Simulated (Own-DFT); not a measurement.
GaP (zincblende, strongly disordered by large displacements) (calculated)

Computed with Own-DFT development build. A calculation, not a measurement: plane-wave PBE density functional theory by an unreviewed code, no spin, of a simulated periodic cell, stress positive in tension, free energy of the whole cell less one offset for each atom, forces on such cells passed a denser k mesh, this cell's mesh not checked; broken bonds can close the gap or carry spin, so checks made on this kind of crystal may not hold here; offsets are fitted by least squares, one for each functional and potential file, so energies compare only between cells with the same atoms and settings and are not formation energies; the far tail of each file's local potential was reset to the Coulomb form; each entry is a single point on an unrelaxed cell, so the pressure reflects the starting lattice, mostly measured values (interpolated for alloys), from which strain is counted, and rises with the displacements; printed positions are rounded, which can move forces by about a meV/angstrom; the program, named Own-DFT, is a retired in-house code; no spin-orbit coupling.

Settings shared by all entries: functional PBE; potential files PseudoDojo norm-conserving, scalar-relativistic, standard set; wave cutoff 42 hartree; occupations Fermi-Dirac; smearing width 0.1 eV; hardware one NVIDIA H100; k mesh 3 x 3 x 3 centred on Gamma.

(1) 
```cif
# cell vector a (Å): 10.9010 0.0000 0.0000
# cell vector b (Å): 0.0000 10.9010 0.0000
# cell vector c (Å): 0.0000 0.0000 10.9010
data_GaP
_symmetry_space_group_name_H-M 'P 1'
_symmetry_Int_Tables_number 1
_cell_length_a 10.9010
_cell_length_b 10.9010
_cell_length_c 10.9010
_cell_angle_alpha 90.000
_cell_angle_beta 90.000
_cell_angle_gamma 90.000
_cell_volume 1295.39
loop_
_atom_site_label
_atom_site_type_symbol
_atom_site_fract_x
_atom_site_fract_y
_atom_site_fract_z
_atom_site_occupancy
Ga1 Ga 0.00905 0.99827 0.01288 1
Ga2 Ga 0.98601 0.27217 0.25424 1
Ga3 Ga 0.26624 0.99575 0.24275 1
Ga4 Ga 0.27586 0.28624 0.98475 1
P1 P 0.13211 0.12507 0.12391 1
P2 P 0.09048 0.37187 0.36565 1
P3 P 0.36221 0.16861 0.36763 1
P4 P 0.38285 0.35335 0.16451 1
Ga5 Ga 0.00939 0.01335 0.48993 1
Ga6 Ga 0.00932 0.25012 0.72103 1
Ga7 Ga 0.23811 0.01062 0.71683 1
Ga8 Ga 0.28002 0.25763 0.49788 1
P5 P 0.13624 0.13399 0.63790 1
P6 P 0.15444 0.36264 0.86772 1
P7 P 0.33670 0.11115 0.87998 1
P8 P 0.36421 0.36863 0.62885 1
Ga9 Ga 0.98174 0.50643 0.01021 1
Ga10 Ga 0.95828 0.74164 0.26272 1
Ga11 Ga 0.23677 0.49017 0.28445 1
Ga12 Ga 0.24557 0.76629 0.03432 1
P9 P 0.08895 0.61806 0.10722 1
P10 P 0.13567 0.85819 0.38634 1
P11 P 0.36198 0.64153 0.34080 1
P12 P 0.36741 0.87448 0.11966 1
Ga13 Ga 0.97582 0.52614 0.50108 1
Ga14 Ga 0.99311 0.73674 0.74099 1
Ga15 Ga 0.25021 0.49634 0.74016 1
Ga16 Ga 0.24798 0.71730 0.53157 1
P13 P 0.12319 0.59524 0.64608 1
P14 P 0.11155 0.83798 0.88585 1
P15 P 0.38782 0.62492 0.85264 1
P16 P 0.37347 0.86944 0.66132 1
Ga17 Ga 0.51607 0.01136 0.01778 1
Ga18 Ga 0.48878 0.23063 0.25705 1
Ga19 Ga 0.75091 0.98871 0.24972 1
Ga20 Ga 0.71739 0.25481 0.01392 1
P17 P 0.63000 0.10025 0.14845 1
P18 P 0.59451 0.37378 0.37886 1
P19 P 0.86024 0.14574 0.36259 1
P20 P 0.87354 0.38976 0.15391 1
Ga21 Ga 0.49704 0.95479 0.52725 1
Ga22 Ga 0.49577 0.24181 0.80764 1
Ga23 Ga 0.76476 0.99861 0.76239 1
Ga24 Ga 0.75566 0.26199 0.49948 1
P21 P 0.62764 0.14953 0.64290 1
P22 P 0.60821 0.36683 0.83674 1
P23 P 0.85788 0.12046 0.86879 1
P24 P 0.89371 0.34585 0.63295 1
Ga25 Ga 0.46109 0.52078 0.02733 1
Ga26 Ga 0.50193 0.72356 0.25323 1
Ga27 Ga 0.76143 0.51115 0.24661 1
Ga28 Ga 0.76282 0.77053 0.99641 1
P25 P 0.62692 0.62445 0.11811 1
P26 P 0.64167 0.87722 0.41440 1
P27 P 0.88891 0.61725 0.37924 1
P28 P 0.90993 0.88724 0.11511 1
Ga29 Ga 0.50905 0.50721 0.51355 1
Ga30 Ga 0.50506 0.75348 0.75304 1
Ga31 Ga 0.76653 0.53630 0.74120 1
Ga32 Ga 0.72897 0.74353 0.45185 1
P29 P 0.60916 0.63786 0.63800 1
P30 P 0.62480 0.87253 0.88855 1
P31 P 0.87531 0.65510 0.84735 1
P32 P 0.86163 0.88258 0.62377 1
_calc_free_energy_of_cell_above_offsets '8.914'  # eV
_calc_pressure 12.15  # GPa
_calc_stress_xx -12.94  # GPa
_calc_stress_yy -13.35  # GPa
_calc_stress_zz -10.15  # GPa
_calc_stress_yz 1.31  # GPa
_calc_stress_xz -1.84  # GPa
_calc_stress_xy 0.87  # GPa
_calc_wall_time 548.4  # s
```

Force:
```csv
element,x (eV/Å),y (eV/Å),z (eV/Å)
Ga,3.091,3.977,-4.951
Ga,0.06,-5.612,-2.562
Ga,-2.061,1.336,1.898
Ga,1.781,-2.916,3.935
P,0.046,1.275,0.473
P,3.763,3.124,5.442
P,-1.554,-8.375,-0.748
P,-3.175,4.547,-4.17
Ga,-0.6,-0.539,0.277
Ga,3.524,-3.084,7.209
Ga,2.418,-4.527,4.664
Ga,-5.448,1.788,3.038
P,-1.791,2.042,-6.216
P,-5.298,2.489,-1.756
P,2.727,0.083,1.132
P,3.016,1.785,1.084
Ga,-2.026,-3.097,-4.127
Ga,4.707,3.591,-3.494
Ga,-0.409,-0.384,-2.067
Ga,-3.635,-3.982,-3.425
P,4.611,3.621,4.566
P,-0.562,0.467,-0.172
P,-3.151,-2.064,4.889
P,5.428,1.738,2.014
Ga,4.974,-6.305,5.828
Ga,4.155,4.234,-4.138
Ga,2.777,-1.736,2.83
Ga,0.475,1.746,-1.468
P,-3.398,2.726,-3.046
P,0.77,2.453,-0.58
P,-2.078,-0.883,2.421
P,-1.95,-0.744,-1.985
Ga,-2.903,-1.889,-2.771
Ga,7.302,-0.558,-1.543
Ga,2.544,-1.362,1.65
Ga,1.156,0.38,-1.042
P,-1.205,3.756,-0.271
P,3.175,0.8,-0.104
P,0.749,-1.894,0.565
P,-1.134,-1.248,-5.503
Ga,0.289,3.512,0.453
Ga,-6.64,-7.431,-3.35
Ga,-3.41,-1.742,-2.195
Ga,-1.985,-0.247,0.199
P,-0.601,-2.124,-0.382
P,7.027,7.753,4.112
P,3.483,3.302,3.633
P,-6.1,7.636,-4.325
Ga,0.541,-1.156,-0.698
Ga,3.025,3.543,-2.155
Ga,-3.822,0.774,1.94
Ga,0.346,-0.763,0.846
P,1.486,0.493,-0.22
P,-6.703,10.08,-6.172
P,-7.052,1.802,-2.041
P,-5.938,-4.245,4.496
Ga,-2.059,-0.886,-0.264
Ga,0.795,1.401,2.784
Ga,-1.775,-3.261,-1.319
Ga,7.43,-10.98,5.633
P,2.844,-1.188,-3.12
P,-0.505,1.409,-0.975
P,-3.263,-3.363,6.843
P,1.72,-1.08,-1.498
```

(2) 
```cif
# cell vector a (Å): 10.9010 0.0000 0.0000
# cell vector b (Å): 0.0000 10.9010 0.0000
# cell vector c (Å): 0.0000 0.0000 10.9010
data_GaP
_symmetry_space_group_name_H-M 'P 1'
_symmetry_Int_Tables_number 1
_cell_length_a 10.9010
_cell_length_b 10.9010
_cell_length_c 10.9010
_cell_angle_alpha 90.000
_cell_angle_beta 90.000
_cell_angle_gamma 90.000
_cell_volume 1295.39
loop_
_atom_site_label
_atom_site_type_symbol
_atom_site_fract_x
_atom_site_fract_y
_atom_site_fract_z
_atom_site_occupancy
Ga1 Ga 0.98958 0.98903 0.00432 1
Ga2 Ga 0.98454 0.26606 0.24156 1
Ga3 Ga 0.21295 0.98154 0.21243 1
Ga4 Ga 0.22857 0.24433 0.99122 1
P1 P 0.15459 0.17198 0.15137 1
P2 P 0.12838 0.36565 0.35381 1
P3 P 0.34957 0.10268 0.35763 1
P4 P 0.40873 0.38325 0.13146 1
Ga5 Ga 0.01498 0.97127 0.47880 1
Ga6 Ga 0.01582 0.27177 0.76263 1
Ga7 Ga 0.24810 0.01848 0.76821 1
Ga8 Ga 0.24384 0.16426 0.51945 1
P5 P 0.10390 0.10128 0.61674 1
P6 P 0.13811 0.41382 0.81937 1
P7 P 0.34364 0.06845 0.92120 1
P8 P 0.41622 0.38740 0.66204 1
Ga9 Ga 0.05511 0.51409 0.02138 1
Ga10 Ga 0.96270 0.80438 0.29064 1
Ga11 Ga 0.27531 0.39737 0.25470 1
Ga12 Ga 0.23781 0.70001 0.05105 1
P9 P 0.13783 0.58517 0.16672 1
P10 P 0.13702 0.86460 0.32894 1
P11 P 0.36032 0.60775 0.34300 1
P12 P 0.42760 0.85108 0.10887 1
Ga13 Ga 0.04653 0.44909 0.49007 1
Ga14 Ga 0.00685 0.75996 0.74498 1
Ga15 Ga 0.29232 0.49291 0.74288 1
Ga16 Ga 0.25783 0.75300 0.53236 1
P13 P 0.12362 0.63452 0.56342 1
P14 P 0.14434 0.88075 0.87065 1
P15 P 0.35258 0.64046 0.86406 1
P16 P 0.40298 0.81745 0.61387 1
Ga17 Ga 0.50113 0.00239 0.98325 1
Ga18 Ga 0.56417 0.30279 0.24350 1
Ga19 Ga 0.77372 0.00880 0.21775 1
Ga20 Ga 0.77693 0.28081 0.97090 1
P17 P 0.62647 0.14460 0.04974 1
P18 P 0.65640 0.37467 0.38258 1
P19 P 0.90060 0.19678 0.38319 1
P20 P 0.93342 0.35218 0.08273 1
Ga21 Ga 0.53354 0.99648 0.47574 1
Ga22 Ga 0.46747 0.24756 0.76383 1
Ga23 Ga 0.71093 0.04231 0.80214 1
Ga24 Ga 0.76112 0.22806 0.51331 1
P21 P 0.63167 0.10438 0.62944 1
P22 P 0.64061 0.36050 0.81138 1
P23 P 0.88042 0.16557 0.87591 1
P24 P 0.88274 0.35801 0.67394 1
Ga25 Ga 0.51745 0.46576 0.99595 1
Ga26 Ga 0.50208 0.65410 0.23994 1
Ga27 Ga 0.75311 0.51100 0.27455 1
Ga28 Ga 0.70863 0.80064 0.03537 1
P25 P 0.61615 0.65896 0.10163 1
P26 P 0.62083 0.88993 0.35723 1
P27 P 0.91606 0.61983 0.37231 1
P28 P 0.87392 0.80976 0.10686 1
Ga29 Ga 0.50266 0.51316 0.54323 1
Ga30 Ga 0.49317 0.72609 0.74245 1
Ga31 Ga 0.71861 0.48247 0.70159 1
Ga32 Ga 0.81074 0.77146 0.49509 1
P29 P 0.60772 0.65943 0.61850 1
P30 P 0.66935 0.87317 0.85121 1
P31 P 0.89990 0.61438 0.88241 1
P32 P 0.90331 0.87837 0.65401 1
_calc_free_energy_of_cell_above_offsets '29.278'  # eV
_calc_pressure 16.42  # GPa
_calc_stress_xx -19.37  # GPa
_calc_stress_yy -13.11  # GPa
_calc_stress_zz -16.79  # GPa
_calc_stress_yz 2.5  # GPa
_calc_stress_xz 3.52  # GPa
_calc_stress_xy -3.22  # GPa
_calc_wall_time 597  # s
```

Force:
```csv
element,x (eV/Å),y (eV/Å),z (eV/Å)
Ga,0.159,0.263,-0.691
Ga,2.898,0.681,-2.171
Ga,4.056,3.253,-3.376
Ga,1.66,1.938,-3.226
P,-1.691,-2.201,1.671
P,-1.027,-4.118,-0.027
P,2.051,0.086,0.164
P,1.568,-2.51,-2.502
Ga,-0.918,0.328,-0.274
Ga,3.417,-4.31,1.209
Ga,-1.602,-1.148,-4.482
Ga,3.938,2.488,-3.268
P,-2.809,-0.273,4.43
P,-1.186,-0.807,4.14
P,-2.304,4.781,-0.208
P,-0.461,-0.579,-5.734
Ga,-3.53,-1.777,-5.597
Ga,-2.86,-1.295,-0.907
Ga,1.129,3.246,0.682
Ga,2.881,3.142,-2.806
P,1.341,0.74,5.546
P,1.12,-2.348,4.897
P,-3.393,-1.85,4.374
P,-2.091,-0.464,1.292
Ga,-3.623,3.413,5.039
Ga,3.451,-4.804,3.086
Ga,-1.842,3.868,0.072
Ga,-0.82,0.109,-4.312
P,-3.779,-3.039,2.784
P,-1.634,-1.982,1.827
P,0.435,-0.296,2.532
P,1.721,7.86,-1.926
Ga,4.468,-3.31,1.068
Ga,-2.922,-3.745,-4.689
Ga,-0.806,0.374,0.546
Ga,-4.037,3.539,2.338
P,1.79,1.183,2.979
P,1.063,1.368,5.754
P,-1.243,-5.801,3.552
P,-1.787,2.842,-1.85
Ga,-4.011,2.611,3.152
Ga,1.951,-6.095,3.295
Ga,2.986,4.466,-0.815
Ga,-1.105,0.942,2.122
P,-1.571,1.33,-1.104
P,-2.187,-3.161,6.318
P,3.258,-6.403,-2.054
P,-3.734,2.903,-5.974
Ga,1.653,2.668,-3.344
Ga,-0.209,2.337,2.048
Ga,1.68,1.936,-1.917
Ga,-1.91,3.202,-3.651
P,0.807,-6.39,-2.216
P,4.198,-3.859,-3.98
P,-1.075,-1.21,1.028
P,6.111,1.947,0.765
Ga,-0.398,0.015,-4.439
Ga,-0.154,0.152,8.163
Ga,2.578,5.419,-2.513
Ga,-1.617,-0.048,-0.154
P,6.708,-1.419,-3.537
P,-2.9,-5.114,0.663
P,0.043,0.533,-0.12
P,-3.885,4.392,-3.669
```

(3) 
```cif
# cell vector a (Å): 10.9010 0.0000 0.0000
# cell vector b (Å): 0.0000 10.9010 0.0000
# cell vector c (Å): 0.0000 0.0000 10.9010
data_GaP
_symmetry_space_group_name_H-M 'P 1'
_symmetry_Int_Tables_number 1
_cell_length_a 10.9010
_cell_length_b 10.9010
_cell_length_c 10.9010
_cell_angle_alpha 90.000
_cell_angle_beta 90.000
_cell_angle_gamma 90.000
_cell_volume 1295.39
loop_
_atom_site_label
_atom_site_type_symbol
_atom_site_fract_x
_atom_site_fract_y
_atom_site_fract_z
_atom_site_occupancy
Ga1 Ga 0.99058 0.94269 0.01676 1
Ga2 Ga 0.00254 0.30725 0.27937 1
Ga3 Ga 0.30536 0.99655 0.27303 1
Ga4 Ga 0.24549 0.28103 0.00166 1
P1 P 0.10481 0.12037 0.15185 1
P2 P 0.14640 0.41739 0.41660 1
P3 P 0.37145 0.12403 0.39484 1
P4 P 0.34822 0.38794 0.11751 1
Ga5 Ga 0.02493 0.00699 0.51463 1
Ga6 Ga 0.95282 0.23664 0.73117 1
Ga7 Ga 0.24845 0.01373 0.72952 1
Ga8 Ga 0.21437 0.27166 0.47748 1
P5 P 0.07935 0.14633 0.60066 1
P6 P 0.08014 0.33500 0.88851 1
P7 P 0.35464 0.13891 0.83833 1
P8 P 0.34800 0.38760 0.65771 1
Ga9 Ga 0.02022 0.47357 0.97208 1
Ga10 Ga 0.01129 0.77685 0.27321 1
Ga11 Ga 0.23237 0.47530 0.25057 1
Ga12 Ga 0.24346 0.77647 0.96948 1
P9 P 0.11761 0.66365 0.15118 1
P10 P 0.08679 0.81714 0.42307 1
P11 P 0.40625 0.65139 0.35674 1
P12 P 0.37027 0.87534 0.14078 1
Ga13 Ga 0.01220 0.46874 0.51217 1
Ga14 Ga 0.98234 0.78626 0.72353 1
Ga15 Ga 0.23416 0.46316 0.76798 1
Ga16 Ga 0.24573 0.81779 0.48572 1
P13 P 0.21010 0.63935 0.62858 1
P14 P 0.15023 0.90164 0.81650 1
P15 P 0.42673 0.63528 0.83817 1
P16 P 0.35956 0.87632 0.66211 1
Ga17 Ga 0.54578 0.97309 0.98308 1
Ga18 Ga 0.52618 0.18617 0.27050 1
Ga19 Ga 0.72765 0.01938 0.30304 1
Ga20 Ga 0.71964 0.23226 0.97324 1
P17 P 0.58379 0.12292 0.10610 1
P18 P 0.64367 0.38081 0.35949 1
P19 P 0.84717 0.15958 0.37774 1
P20 P 0.90341 0.40602 0.13667 1
Ga21 Ga 0.53926 0.97146 0.48030 1
Ga22 Ga 0.51297 0.26516 0.74290 1
Ga23 Ga 0.77232 0.93540 0.75675 1
Ga24 Ga 0.70805 0.23055 0.51795 1
P21 P 0.66013 0.09478 0.61308 1
P22 P 0.68535 0.38634 0.84905 1
P23 P 0.89881 0.12410 0.85573 1
P24 P 0.80498 0.39861 0.60489 1
Ga25 Ga 0.47889 0.53566 0.97748 1
Ga26 Ga 0.52306 0.76280 0.26778 1
Ga27 Ga 0.69935 0.50315 0.25128 1
Ga28 Ga 0.76759 0.75602 0.98789 1
P25 P 0.67408 0.66665 0.18977 1
P26 P 0.62561 0.85354 0.37280 1
P27 P 0.87007 0.61870 0.40646 1
P28 P 0.88323 0.85381 0.11852 1
Ga29 Ga 0.49618 0.53183 0.54555 1
Ga30 Ga 0.55001 0.74080 0.74983 1
Ga31 Ga 0.82355 0.50938 0.74973 1
Ga32 Ga 0.74247 0.75887 0.45598 1
P29 P 0.62899 0.64089 0.56132 1
P30 P 0.65140 0.82679 0.86449 1
P31 P 0.87572 0.64176 0.84735 1
P32 P 0.80757 0.87774 0.59606 1
_calc_free_energy_of_cell_above_offsets '43.423'  # eV
_calc_pressure 19.61  # GPa
_calc_stress_xx -15.99  # GPa
_calc_stress_yy -21.71  # GPa
_calc_stress_zz -21.14  # GPa
_calc_stress_yz -1.96  # GPa
_calc_stress_xz 0.9  # GPa
_calc_stress_xy -2.62  # GPa
_calc_wall_time 582.6  # s
```

Force:
```csv
element,x (eV/Å),y (eV/Å),z (eV/Å)
Ga,6.904,6.8,-5.698
Ga,0.231,-2.568,-0.348
Ga,-3.892,0.277,-1.643
Ga,-1.537,-4.497,-1.489
P,1.21,0.04,0.136
P,2.107,4.285,-7.191
P,1.147,1.97,3.091
P,4.268,1.371,0.59
Ga,-4.668,-7.436,-5.401
Ga,0.882,5.605,-4.852
Ga,2.203,8.465,-4.272
Ga,4.79,-8.794,4.315
P,5.074,6.279,3.732
P,3.628,-5.917,-5.923
P,2.044,1.776,2.693
P,6.592,-3.851,-6.48
Ga,-4.059,8.683,5.36
Ga,-5.204,-2.369,-6.625
Ga,0.298,4.046,-1.579
Ga,0.467,-0.678,1.061
P,2.089,-2.777,-2.644
P,-5.344,3.728,4.694
P,-4.963,-3.772,3.599
P,2.109,-1.889,-2.92
Ga,-8.254,4.453,5.787
Ga,1.084,-0.726,-0.834
Ga,-5.548,4.229,4.498
Ga,10.53,-1.284,3.058
P,-1.818,-0.89,0.921
P,-7.153,-6.698,6.485
P,-6.537,0.549,-1.24
P,3.234,-2.632,-3.19
Ga,-2.581,-0.933,-0.49
Ga,-0.758,3.251,3.712
Ga,-0.081,0.201,-2.265
Ga,1.744,-0.819,0.981
P,3.066,-0.3,-3.168
P,-4.603,-7.28,5.851
P,2.822,0.495,0.027
P,-2.296,0.6,-0.917
Ga,-4.161,4.879,5.131
Ga,0.204,-0.627,-0.229
Ga,0.235,5.942,6.226
Ga,2.324,6.886,-5.096
P,-4.196,-6.241,5.91
P,-3.321,0.445,0.554
P,-4.08,-6.582,6.613
P,2.743,-2.723,-3.61
Ga,2.237,-4.238,5.381
Ga,-5.335,-1.413,-8.021
Ga,5.102,-0.671,-3.068
Ga,1.972,-3.782,4.154
P,0.897,4.792,-5.718
P,1.144,7.304,-2.765
P,2.533,-1.646,-1.928
P,-5.426,-2.567,5.989
Ga,-7.936,-5.791,-2.244
Ga,-1.973,-1.809,-8.396
Ga,-2.47,-3.297,-1.509
Ga,6.462,-4.412,2.719
P,4.608,3.628,4.917
P,-0.439,5.861,3.657
P,4.399,5.499,5.147
P,5.257,-0.433,-5.237
```
